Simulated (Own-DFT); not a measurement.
GaN (wurtzite, strained, atoms displaced), SiC (4H silicon carbide, atoms displaced), SiC (4H silicon carbide, strained, atoms displaced) (calculated)

A calculation, not a measurement: plane-wave PBE density functional theory by an unreviewed code, no spin, of a simulated periodic cell, stress positive in tension, free energy of the whole cell less one offset for each atom, forces on such cells passed a denser k mesh, this cell's mesh not checked; offsets are fitted by least squares, one for each functional and potential file, so energies compare only between cells with the same atoms and settings and are not formation energies; the far tail of each file's local potential was reset to the Coulomb form; each entry is a single point on an unrelaxed cell, so the pressure reflects the starting lattice, mostly measured values (interpolated for alloys), from which strain is counted, and rises with the displacements; printed positions are rounded, which can move forces by about a meV/angstrom; the program, named Own-DFT, is a retired in-house code; no spin-orbit coupling. Program: Own-DFT development build.

Common to all runs: functional PBE.

(1) 
```xyz
96
Lattice="12.7560 0.0000 0.0000 -4.7835 8.2853 0.0000 0.0000 0.0000 10.6292" Properties=species:S:1:pos:R:3:force_x:R:1:force_y:R:1:force_z:R:1 formula=GaN potential_files=PseudoDojo_norm-conserving,scalar-relativistic,standard_set_with_the_stringent_files_for_Ga wave_cutoff=96 occupations=Gaussian smearing_width=0.01 k_mesh=3_x_4_x_3_centred_on_Gamma free_energy_of_cell_above_offsets=-5.177 pressure=2.49 stress_xx=-5.74 stress_yy=-4.9 stress_zz=3.15 stress_yz=0.81 stress_xz=0.69 stress_xy=-0.36
Ga    -0.0038     1.8171     0.0217      -0.13     -0.621     -0.099
Ga     1.6951     0.9343     2.5920     -1.912     -0.656      1.371
N      0.0380     1.7994     2.0298     -0.475      0.467     -0.268
N      1.5862     0.9731     4.7212      1.312     -0.994     -1.874
Ga     0.0718     1.8064     5.2362     -2.206      1.197      1.401
Ga     1.6461     1.0271     8.0272     -1.819     -1.914     -0.429
N     -0.1471     1.8880     7.3528       2.38     -1.187     -1.422
N      1.6286     0.8803    10.0009     -0.899      0.611      -0.01
Ga    -1.5429     4.5647     0.0647     -0.467      0.855     -0.138
Ga    -0.0191     3.6871     2.6747      1.571     -0.781      0.565
N     -1.5174     4.5818     2.1152     -2.396      0.334     -1.678
N      0.0261     3.7382     4.6761     -0.621     -1.578     -0.638
Ga    -1.5784     4.5887     5.2596     -0.457      0.724      0.371
Ga    -0.0727     3.6217     7.9291      0.656      1.624       0.92
N     -1.5903     4.6411     7.2994     -0.118      0.003     -0.553
N     -0.0840     3.6040     9.9634      1.408      0.512     -0.057
Ga    -3.2035     7.3772     0.0469      0.409     -0.855     -0.821
Ga    -1.5980     6.4495     2.6723      0.789      0.214     -0.111
N     -3.1714     7.3765     1.9768     -0.292      -0.55      0.576
N     -1.5217     6.4387     4.6105     -0.687      0.348       0.59
Ga    -3.1523     7.4053     5.2791      0.811     -0.423      0.996
Ga    -1.5297     6.4512     8.0062     -1.639      0.411       0.29
N     -3.1907     7.3775     7.2723     -0.158     -0.101      0.915
N     -1.5284     6.4599    10.0528     -1.787     -1.305     -0.936
Ga     3.2019     1.7784    10.6115      0.326      0.858       0.15
Ga     4.6560     0.8769     2.5583      3.294     -0.621      1.696
N      3.2033     1.8768     2.0957     -0.331        0.5     -1.979
N      4.7685     0.9322     4.6710     -0.302      0.116       -0.3
Ga     3.1617     1.8993     5.2808      0.752     -0.451      0.964
Ga     4.8454     0.9853     7.9380     -2.381     -1.055      0.634
N      3.1359     1.8295     7.3407      1.581      1.598     -0.935
N      4.7316     0.8604     9.8946      1.201      0.528      0.875
Ga     1.6056     4.6145     0.0444      -0.12     -0.848     -0.682
Ga     3.2088     3.6994     2.6783     -0.748      0.333      0.341
N      1.5808     4.6432     1.9955      0.273     -1.219      0.303
N      3.1411     3.7166     4.6448      0.387      0.636      0.172
Ga     1.5370     4.6538     5.2935      0.885      0.215      0.382
Ga     3.2340     3.7881     7.8893      -2.33     -2.399       1.77
N      1.5597     4.5947     7.2893     -0.008      0.223      0.081
N      3.2206     3.6228    10.0156     -0.332      0.915     -0.582
Ga    -0.0113     7.3363     0.0018      0.974      0.543      0.242
Ga     1.6464     6.4079     2.7012     -1.357      0.795      -0.38
N      0.0434     7.3264     1.9466     -0.591       0.25      0.615
N      1.5036     6.4932     4.6061       1.72     -0.543      0.991
Ga     0.0449     7.4027     5.3896      -1.32      0.266     -0.597
Ga     1.6601     6.4399     7.9322      -2.04      -0.38      1.378
N     -0.0553     7.4034     7.3413      1.933     -0.008     -0.263
N      1.5728     6.4220    10.0345      1.116      0.245     -1.172
Ga     6.4491     1.7663    10.5481      -2.18      0.821      1.291
Ga     7.9729     1.0006     2.6089      0.105     -2.628      2.048
N      6.4624     1.7510     2.0459     -3.176      2.047     -1.825
N      7.9468     0.8476     4.6310      0.666      1.568      0.481
Ga     6.3819     1.8094     5.3655     -0.216     -0.076     -0.837
Ga     8.0254     0.9480     8.0072     -0.861     -0.007     -0.256
N      6.2849     1.9340     7.3504      2.623     -0.755     -0.764
N      7.9677     0.8982     9.9936      1.571     -0.623     -0.699
Ga     4.8108     4.6022     0.0282     -0.496     -1.245     -0.172
Ga     6.4186     3.6995     2.6504     -1.399      -1.74      0.713
N      4.7761     4.5489     2.0241       0.75      0.889      -0.67
N      6.3504     3.6196     4.6497      0.143      1.137      0.004
Ga     4.7469     4.6823     5.3991      0.287      -0.84     -2.279
Ga     6.4363     3.7134     7.9588     -1.637     -0.323       0.85
N      4.7400     4.5187     7.2554      2.315      2.392       0.89
N      6.3821     3.6655     9.9489      0.437      0.039      0.295
Ga     3.2331     7.3385     0.0874     -1.225      -0.07     -0.859
Ga     4.7393     6.4533     2.5872      0.925     -0.368      1.149
N      3.1543     7.3356     2.0268      0.954      0.721      -0.52
N      4.7958     6.4668     4.6003     -0.166     -0.191      0.493
Ga     3.1929     7.3855     5.3256     -0.224     -0.644     -0.548
Ga     4.8381     6.4978     7.9793     -0.637     -0.618     -0.923
N      3.1406     7.3661     7.3100      1.729      0.729     -0.176
N      4.7756     6.3956     9.9103     -0.573     -0.022      0.484
Ga     9.6062     1.9118    10.5951     -0.338     -2.151      0.744
Ga    11.1529     0.9119     2.6680      0.131     -0.304      0.094
N      9.5013     1.7923     2.0322      2.333      1.506     -1.381
N     11.1441     0.8639     4.6710      0.577      1.556      -0.61
Ga     9.6238     1.8709     5.3481     -0.943     -1.056     -0.396
Ga    11.1746     0.9371     8.0114     -0.443     -0.927     -0.393
N      9.6017     1.8746     7.3464     -0.676     -0.099     -0.517
N     11.0985     0.8381     9.9131       0.56      0.155       1.42
Ga     8.0004     4.5539     0.0704     -0.146      0.275      -2.15
Ga     9.4848     3.7421     2.5617      2.139     -1.565      1.501
N      7.9452     4.5924     1.9657      0.056      0.077      0.054
N      9.5713     3.6340     4.6065     -0.162       0.76     -0.023
Ga     7.9584     4.5503     5.2809      0.042      0.801     -0.049
Ga     9.5842     3.7553     7.8830     -0.182     -0.344      1.008
N      7.9078     4.6029     7.2976      1.399      -0.37     -0.905
N      9.6134     3.6272     9.9520     -0.453      1.947     -0.121
Ga     6.2787     7.2752    10.6174      2.179       0.87      0.415
Ga     7.9445     6.3504     2.6510      1.094      1.913      0.888
N      6.4509     7.3069     2.0146     -1.661      0.549     -0.872
N      8.0662     6.5006     4.6378     -1.451     -1.398     -0.409
Ga     6.3840     7.3974     5.3045      0.459     -1.318     -0.231
Ga     7.8961     6.3555     7.9828      2.135      1.772      0.064
N      6.4448     7.3461     7.2538     -1.369      0.437      0.619
N      8.0123     6.3976     9.9576     -0.849     -0.113      0.417
```

Units: wave_cutoff in hartree; smearing_width, free_energy_of_cell_above_offsets in eV; pressure, stress_xx, stress_yy, stress_zz, stress_yz, stress_xz, stress_xy in GPa; force_x, force_y, force_z in eV/Å.

(2) 
```xyz
32
Lattice="6.1654 0.0000 0.0000 -3.0827 5.3394 0.0000 0.0000 0.0000 10.0681" Properties=species:S:1:pos:R:3:force_x:R:1:force_y:R:1:force_z:R:1 formula=SiC potential_files=PseudoDojo_norm-conserving,scalar-relativistic,standard_set wave_cutoff=42 occupations=Fermi-Dirac smearing_width=0.1 hardware=one_NVIDIA_H100 k_mesh=5_x_5_x_3_centred_on_Gamma free_energy_of_cell_above_offsets=5.755 pressure=11.69 stress_xx=-4.75 stress_yy=-12.26 stress_zz=-18.06 stress_yz=2.57 stress_xz=-1.27 stress_xy=-3.93 wall_time=123.2
Si     3.0099     5.3149     4.2036      0.502     -0.139     -3.402
Si    -0.0191     1.8099     1.5890      1.579     -0.569      0.386
C      2.9806     5.3122     0.9533      2.757      1.693      1.415
C     -0.0096     1.8641     3.5554     -6.131     -5.587     -3.401
Si     4.4762     2.6048     3.9601      1.002     -2.644       4.09
Si    -1.6330     4.3245     1.8454      0.829      2.954     -9.851
C     -1.4118     2.7531     0.8362      -1.45     -1.152      9.426
C     -1.5337     4.1959     3.4549     -0.458       6.24      4.987
Si    -0.0192     5.2604     4.2104     -0.535      1.112     -5.876
Si     3.0681     1.7008     1.5404     -0.054      1.701      0.745
C      3.0439     0.0528     0.8983       0.41     -2.534      1.486
C      2.9577     1.8156     3.4916     -1.079     -2.647     -0.528
Si     1.2692     2.6447     4.1501      8.394      2.917      1.928
Si     1.5884     4.5107     1.6558     -3.168     -0.679     -2.289
C      1.5972     2.7407     1.0554     -1.321     -1.158     -0.995
C      1.4656     4.4095     3.4064      0.513      0.956      3.898
Si     6.0795     0.0126     9.1667      0.356     -0.138     -2.092
Si     2.9969     3.5530     6.4229      2.994      1.716       5.15
C     -3.0328     5.3251     5.9584      0.384      1.109      1.126
C      3.0074     3.6354     8.4915      0.381     -1.278      0.599
Si    -1.4893     2.7399     9.3132     -2.352      0.664     -11.41
Si     4.7618     0.9835     6.5455     -1.774      0.216      0.789
C      4.5425     2.8034     5.8993      1.791     -2.928     -0.715
C      4.4658     0.9984     8.3863      2.533     -0.149      1.986
Si     0.0256     5.2792     9.1077     -1.028      2.323       0.41
Si    -0.0278     3.6341     6.5121      0.404     -10.93      5.606
C      0.0306     5.0410     5.8776      1.024      11.91      0.276
C      0.0058     3.6520     8.4038      -0.61     -2.688      1.277
Si     1.4412     2.6739     9.2391      2.275      0.694     -2.639
Si     1.7299     0.7572     6.6897     -2.035      1.449     -0.818
C      1.6483     2.6232     6.0668     -5.258     -2.561     -2.755
C      1.5479     0.8620     8.5163     -0.876      0.118      1.196
```

Units: wave_cutoff in hartree; smearing_width, free_energy_of_cell_above_offsets in eV; pressure, stress_xx, stress_yy, stress_zz, stress_yz, stress_xz, stress_xy in GPa; wall_time in s; force_x, force_y, force_z in eV/Å.

(3) 
```xyz
72
Lattice="9.4230 -0.0468 -0.0808 -4.7520 8.1412 0.0053 -0.0880 -0.0442 10.0380" Properties=species:S:1:pos:R:3:force_x:R:1:force_y:R:1:force_z:R:1 formula=SiC potential_files=PseudoDojo_norm-conserving,scalar-relativistic,standard_set wave_cutoff=42 occupations=Fermi-Dirac smearing_width=0.1 hardware=one_NVIDIA_H100 k_mesh=4_x_4_x_3_centred_on_Gamma free_energy_of_cell_above_offsets=-5.935 pressure=-1.02 stress_xx=5.34 stress_yy=4.16 stress_zz=-6.45 stress_yz=-0.98 stress_xz=-2.63 stress_xy=-2.84 wall_time=363.3
Si    -0.0213    -0.0122     4.0059     -0.986      -1.08      1.153
Si     0.0153     1.7886     1.4798     -0.738     -0.256      2.589
C     -4.7300     8.1041     0.9890      0.129       0.55      0.013
C     -0.0719     1.7458     3.5059      0.873      0.982     -1.655
Si     7.7747     2.6061     3.9641      0.366      0.436      1.266
Si    -1.5206     4.4702     1.5728     -1.478      1.176     -0.093
C      7.8190     2.6687     0.8531      1.629     -0.388     -0.547
C     -1.6059     4.5139     3.4805     -0.207     -0.974     -0.484
Si    -3.1079     5.4065     4.1442      -1.97     -0.695     -0.796
Si    -3.1633     7.1257     1.5459      0.766      2.131      0.405
C      6.2277     5.3936     0.8091      1.504     -1.296      0.591
C     -3.1706     7.1571     3.5147     -1.946      0.106     -1.684
Si    -1.7056     8.0260     4.0101      1.734      2.449      0.729
Si     3.1129     1.8116     1.5715      1.579     -1.008     -0.695
C      3.1621     0.0125     0.9254     -0.858     -0.892      0.392
C      3.0828     1.7772     3.4066     -0.175     -0.681      1.224
Si     1.5422     2.6225     4.1338      -0.77      1.194     -1.718
Si     1.5194     4.4607     1.4850      0.521      0.468      1.095
C      1.5824     2.6138     0.9332     -0.859      1.436     -0.361
C      1.5312     4.4286     3.3935      -0.72      0.744      0.631
Si    -0.1489     5.4439     4.1249      2.472     -1.127     -0.898
Si    -0.0782     7.1421     1.5501      0.624      1.985      -0.29
C     -0.0563     5.4248     0.9152      0.688     -1.507     -0.666
C     -0.1387     7.2178     3.4302      1.121     -0.534      0.672
Si     6.2789    -0.0086     4.1214     -1.371     -0.489     -3.462
Si     6.2903     1.8579     1.4812     -0.647     -3.241     -0.122
C      1.4894     8.0180     0.8346      1.389      1.293      1.151
C      6.2176     1.7187     3.3253      0.127       0.89      1.478
Si     4.6509     2.6681     3.9965      0.346      0.417      0.259
Si     4.7431     4.5339     1.4668     -0.909     -1.733      0.559
C      4.7677     2.6366     0.8853      -1.76      1.729     -0.261
C      4.7061     4.5157     3.3664     -0.318     -0.074      0.774
Si     3.0520     5.4168     4.0237      0.408      -0.75     -1.254
Si     3.1629     7.2044     1.5140     -2.656     -0.669     -0.699
C      3.1401     5.3336     0.8597     -0.389      0.976      1.731
C      2.9811     7.2328     3.3501      1.606     -0.743      1.313
Si    -0.0991     0.0620     9.1860      0.411     -2.491     -2.222
Si     4.5945     6.2826     6.5902      0.367     -0.275     -1.678
C      9.2616    -0.0679     5.8488      1.521      -0.59      0.253
C      4.6603     6.2662     8.4085     -0.986      0.209      1.462
Si     6.1902     5.2190     8.9978      0.174      3.115     -0.088
Si     6.1340     3.5910     6.5116      1.787     -1.011      0.205
C     -3.1636     5.4273     5.9942      -0.99      0.168      0.152
C      6.2685     3.5394     8.4295     -1.585     -1.856     -0.903
Si     7.7662     2.5802     8.9832     -0.106      0.639     -0.381
Si     7.7554     0.8043     6.5494     -0.558       0.98     -2.567
C     -1.6381     2.6906     5.9760     -0.478      0.061       0.14
C      7.6676     0.7576     8.3266      2.622      1.558      2.587
Si     6.2311    -0.0415     9.0249     -3.301     -1.363       0.28
Si     1.4767     6.2119     6.5248       0.69       1.16      0.323
C      1.3626     8.0521     5.8894      1.808     -0.242      1.482
C      1.4273     6.3069     8.3899      0.833     -0.618      0.753
Si     3.0035     5.4482     9.1174      0.747     -1.465     -2.892
Si     2.9527     3.6120     6.4729      3.511     -1.339      2.587
C      3.0469     5.3018     5.8879      0.297      2.495      0.084
C      3.0982     3.5364     8.4157     -1.814      1.247       0.28
Si     4.6017     2.6569     9.0102       0.61     -1.293      0.141
Si     4.5890     0.8319     6.4016      1.421      0.998      3.544
C      4.6322     2.6238     5.9623     -0.684      1.273     -1.709
C      4.5272     0.7478     8.4443      2.831      2.265     -1.615
Si     3.0530    -0.0102     9.0767     -0.561     -2.283      0.593
Si    -1.5915     6.3066     6.5547     -0.399     -0.189      1.404
C      3.1223    -0.0030     5.9360     -2.641     -1.957     -1.442
C     -1.6632     6.2091     8.4733     -1.012       1.53     -0.397
Si    -0.1298     5.4189     9.0299      0.674     -0.773      0.618
Si    -0.0667     3.6435     6.6897     -0.428     -2.695     -4.155
C     -0.0206     5.3128     6.0232     -1.544      1.825     -1.632
C     -0.0970     3.5511     8.4032      0.379     -0.328      4.574
Si     1.4672     2.6041     9.1327      1.194       1.06     -2.277
Si     1.4951     0.8052     6.5526     -0.359      1.265      0.404
C      1.5340     2.7438     5.9658     -2.624     -2.477     -0.007
C      1.4948     0.8250     8.4798     -0.932      0.569     -0.239
```

Units: wave_cutoff in hartree; smearing_width, free_energy_of_cell_above_offsets in eV; pressure, stress_xx, stress_yy, stress_zz, stress_yz, stress_xz, stress_xy in GPa; wall_time in s; force_x, force_y, force_z in eV/Å.
